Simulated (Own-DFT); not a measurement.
# What a defect does to the pressure of its cell: D0_22 TiAl3

Source: density functional calculations with Own-DFT, an unreviewed in-house program that is no longer used. Nothing was measured or relaxed, and spin and spin-orbit coupling are left out.

Common settings: PBEsol; PseudoDojo norm-conserving scalar-relativistic files, made for PBE; cutoff 42 hartree; 4 x 4 x 4 k mesh centred on Gamma; cold (Marzari-Vanderbilt) smearing of 0.2 eV.

Limits: forces on such cells failed a check on a denser k mesh; stress not checked against mesh or cutoff.

All runs share one cell, with vectors in Å (-2.365, -6.981, 4.326); (-7.667, 3.491, 1.442); (-2.950, -3.488, -7.241) and a volume of 625.4 Å³. The atoms are randomly displaced, by u rms on each axis. The defect's site can differ from row to row.

| cell | formula | u (Å) | P (GPa) |
|---|---|---|---|
| no defect | Al30Ti10 | 0.0196 | 0.06 |
| no defect | Al30Ti10 | 0.0197 | 0.07 |
| no defect | Al30Ti10 | 0.0506 | 0.62 |
| two Al vacancies | Al28Ti10 | 0.0286 | -0.54 |
| two Al vacancies | Al28Ti10 | 0.0302 | ? |
| two Al vacancies | Al28Ti10 | 0.0427 | -0.42 |
| two Al vacancies | Al28Ti10 | 0.0522 | -0.35 |
| one Ti vacancy | Al30Ti9 | 0.0301 | -0.02 |
| one Ti vacancy | Al30Ti9 | 0.0399 | 0.27 |
| one Ti vacancy | Al30Ti9 | 0.0491 | 0.53 |
| two Ti on an Al site each | Al28Ti12 | 0.0292 | 0.98 |
| two Ti on an Al site each | Al28Ti12 | 0.0307 | 1.25 |
| two Ti on an Al site each | Al28Ti12 | 0.0551 | 1.88 |
| two Al on a Ti site each | Al32Ti8 | 0.0304 | 1.25 |
| two Al on a Ti site each | Al32Ti8 | 0.0453 | 1.59 |
| two Al on a Ti site each | Al32Ti8 | 0.0546 | 1.84 |

## Fit

P = P0 + c u² + a shift for each defect gives P0 = -0.06 GPa, c = 276 ± 34 GPa/Å² and a scatter of 0.11 GPa. The shifts, and each times the cell's volume:

- two Al on a Ti site each: 1.07 ± 0.10 GPa, 4.2 eV (2.1 eV for each of its 2 sites)
- two Ti on an Al site each: 0.98 ± 0.09 GPa, 3.8 eV (1.9 eV for each of its 2 sites)
- one Ti vacancy: -0.13 ± 0.09 GPa, -0.5 eV (not resolved)
- two Al vacancies: -0.87 ± 0.10 GPa, -3.4 eV (-1.7 eV for each of its 2 sites)

A positive shift means that the defect pushes the cell outwards. Shift times volume (160.2 GPa Å³ is 1 eV) depends little on the cell's size, so, taken for each site, it can be compared between cells at like pressure. The atoms around the defects weren't relaxed, which would change these numbers.

## The run left out

Question: what pressure belongs in the blank (two Al vacancies, u = 0.0302 Å)?

From the fit: -0.68 ± 0.14 GPa. The hidden result is -0.65 GPa.
